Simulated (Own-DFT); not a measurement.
# Response to strain: wurtzite GaN, 96 atoms (Ga48N48)

Calculated, not measured: single-point runs of Own-DFT, a retired in-house plane-wave DFT program that no person has reviewed, on unrelaxed cells, without spin or spin-orbit coupling.

Common settings: PBE; PseudoDojo norm-conserving scalar-relativistic files; cutoff 42 hartree; 3 x 4 x 3 k mesh centred on Gamma; Fermi-Dirac smearing of 0.1 eV.

Known weak points: forces on such cells passed a denser k mesh, each cell not checked; stress not checked against mesh or cutoff.

Unstrained cell vectors in Å: (12.756, 0.000, 0.000); (-4.783, 8.285, 0.000); (0.000, 0.000, 10.370). The unstrained cell has measured lattice constants (interpolated for alloys), not those of this functional. That, the random moves and any unrelaxed bonds set the pressure at no strain. The cell is deformed uniformly in each run, and the atoms keep their fractional places. All atoms carry random offsets, Gaussian with a width of 0.05 Å per axis. Stress is counted positive in tension, P = -(s_xx + s_yy + s_zz)/3, and strain components are those of the symmetric tensor.

| run | e_xx (%) | e_yy (%) | e_zz (%) | e_yz (%) | e_xz (%) | e_xy (%) | s_xx (GPa) | s_yy (GPa) | s_zz (GPa) | s_yz (GPa) | s_xz (GPa) | s_xy (GPa) | P (GPa) | E (meV/atom) |
|---|---|---|---|---|---|---|---|---|---|---|---|---|---|---|
| 1 | 1.13 | 1.63 | 0.87 | -0.60 | -0.24 | -1.46 | -3.05 | 0.67 | -1.54 | -1.06 | -0.47 | -3.76 | 1.31 | 13.0 |
| 2 | -0.02 | -0.14 | 0.93 | 1.46 | 0.17 | 1.92 | -9.05 | -6.21 | -4.55 | 3.16 | -0.06 | 7.57 | 6.60 | 27.2 |
| 3 | -0.52 | 1.31 | -1.14 | -1.52 | 0.80 | 0.83 | -8.52 | -2.63 | -14.82 | -3.16 | 1.97 | 2.21 | 8.66 | 21.6 |
| 4 | -1.99 | -0.88 | 1.02 | -0.25 | 1.10 | 0.31 | -15.84 | -13.60 | -5.29 | -0.81 | 1.75 | 0.79 | 11.58 | 29.1 |
| 5 | -0.57 | -0.46 | -0.50 | -0.80 | -0.40 | -1.45 | -10.55 | -11.94 | -10.64 | -2.42 | -0.56 | -4.45 | 11.05 | 30.4 |
| 6 | 0.59 | 1.68 | -0.31 | 0.39 | 0.01 | -0.75 | -4.25 | -0.61 | -8.14 | 1.27 | 0.59 | -2.09 | 4.34 | 20.2 |
| 7 | -0.32 | 1.37 | 1.84 | 0.93 | 1.51 | 0.91 | -5.82 | -1.87 | 0.68 | 2.33 | 2.55 | 2.00 | 2.34 | 8.1 |
| 8 | -1.60 | 1.10 | -0.49 | -0.81 | -1.40 | -1.02 | -17.03 | -4.65 | -9.42 | -1.34 | -4.35 | -3.59 | 10.37 | 39.0 |
| 9 | -1.47 | -0.89 | 1.59 | 0.20 | 0.56 | -1.59 | -12.49 | -11.04 | -4.17 | 0.11 | 1.73 | -4.43 | 9.23 | 25.3 |
| 10 | -1.13 | 1.18 | 1.84 | 0.58 | 0.41 | -1.28 | -10.07 | -2.50 | -0.09 | 1.01 | 0.30 | -4.43 | 4.22 | 11.3 |
| 11 | 1.29 | -1.39 | 0.05 | 1.18 | -0.11 | 1.12 | -3.55 | -12.95 | -7.62 | 2.56 | 0.02 | 3.26 | 8.04 | 26.5 |
| 12 | 1.06 | 0.64 | 0.21 | -1.16 | -1.53 | -1.21 | -1.38 | -4.57 | -5.58 | -2.53 | -2.91 | -3.79 | 3.84 | 5.8 |
| 13 | -0.93 | 0.06 | -1.63 | -0.81 | 1.11 | -0.87 | -13.31 | -10.06 | -16.22 | -2.10 | 2.27 | -3.94 | 13.20 | 39.7 |
| 14 | 0.41 | 1.36 | 1.03 | 0.17 | -1.56 | 1.75 | -3.90 | -0.69 | -1.66 | 0.01 | -3.34 | 5.35 | 2.08 | 0.0 |
| 15 | 1.77 | 0.08 | -1.77 | 0.77 | 1.73 | -1.61 | -1.66 | -7.67 | -12.97 | 2.02 | 3.57 | -4.34 | 7.44 | 16.7 |
| 16 | -1.82 | -1.69 | 1.92 | 1.07 | 1.32 | -1.94 | ? | ? | ? | ? | ? | ? | ? | ? |

E is the free energy for each atom above the lowest run shown.

## Analysis

Least squares on the runs shown: each stress against a constant and the strains, taken as fractions with shears doubled. Shear strains stay in the fit of a normal stress only where such slopes are resolved. The slopes, in GPa:

| stress | at no strain | per e_xx | per e_yy | per e_zz | scatter |
|---|---|---|---|---|---|
| s_xx | -7.9 | 430 ± 33 | 61 ± 36 | 89 ± 32 | 1.38 |
| s_yy | -8.0 | 85 ± 20 | 436 ± 22 | 79 ± 20 | 0.84 |
| s_zz | -8.0 | 101 ± 24 | 67 ± 27 | 439 ± 24 | 1.01 |

The slope of each shear stress on twice its own strain, from a fit on all six strains: yz 115 ± 7, xz 111 ± 8, xy 152 ± 9 GPa. These are stiffnesses along x, y and z of the frame in which the cell vectors are given, with the crystal's c axis along z: C11, C12, C13 and C33. Hexagonal symmetry asks that xx and yy behave alike, which is a second check on the noise. These are clamped-ion slopes: internal relaxation, where symmetry allows it, would soften some. The table should be nearly symmetric about its diagonal, and what it lacks of that shows the noise. A ninth of the table's sum, 199 ± 4 GPa, estimates the bulk modulus near the mean pressure of these runs, 7.0 GPa, so it lies above the value at zero pressure.

## Test on the hidden row

Question: what normal stresses and pressure should run 16 give?

From the fit: s_xx = -15.0, s_yy = -15.4, s_zz = -2.5 and P = 11.0 GPa. The run itself gave -16.27, -15.78, -1.38 and P = 11.14 GPa.
